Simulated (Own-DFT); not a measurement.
# Misfit strain and the stress it brings: wurtzite AlGaN with randomly placed atoms, 72 atoms (Al9Ga27N36)

Source: density functional calculations with Own-DFT, an unreviewed in-house program that is no longer used. Nothing was measured or relaxed, and spin and spin-orbit coupling are left out.

All runs used: PBE; PseudoDojo norm-conserving scalar-relativistic files (stringent for Ga); cutoff 96 hartree; 4 x 4 x 3 k mesh centred on Gamma; Gaussian smearing of 0.01 eV.

Limits: forces on such cells passed a denser k mesh, each cell not checked; stress not checked against mesh or cutoff.

Unstrained cell vectors in Å: (9.509, 0.000, 0.000); (-4.755, 8.235, 0.000); (0.000, 0.000, 10.268). The unstrained cell has measured lattice constants (interpolated for alloys), not those of this functional. That, the random moves and any unrelaxed bonds set the pressure at no strain. Each run strains x and y alike by e, as a substrate would, and holds the height along z. Each coordinate of each atom was shifted by a normal deviate of width 0.05 Å. The random placing of the alloy's atoms differs from row to row. Stress is positive in tension.

```
e (%),u (Å),(s_xx + s_yy)/2 (GPa),s_zz (GPa)
-2.50,0.053,-21.84,-13.22
-1.25,0.048,?,?
0.75,0.051,-1.86,-9.10
1.00,0.050,-2.82,-4.18
1.25,0.049,-0.47,-5.31
1.50,0.050,0.63,-5.07
2.25,0.055,3.55,-3.03
2.50,0.048,6.33,-5.81
2.75,0.051,6.66,-4.88
3.00,0.057,6.31,-2.56
```

## Working it out

With e as a fraction, the in-plane stress is -6.8 + 540 e - 2503 e² GPa (errors 20 and 1089, scatter 0.92), and s_zz is -8.4 + 177 e GPa (slope ± 35, scatter 1.64). At e = 0 the first slope is C11 + C12 and the second 2 C13, both with the ions held to the strained lattice and at the cell's own pressure. A free layer would change its height as e changes, and the in-plane slope would drop by 2 C13²/C33 to the biaxial modulus. At fixed height, a misfit of 1 % moves the in-plane stress by about 5.4 GPa and s_zz by 1.8 GPa.

## Check

Asked: what are the two stresses at e = -1.25 %?

The fit gives -13.9 and -10.6 GPa. DFT gave -13.85 and -9.59 GPa.
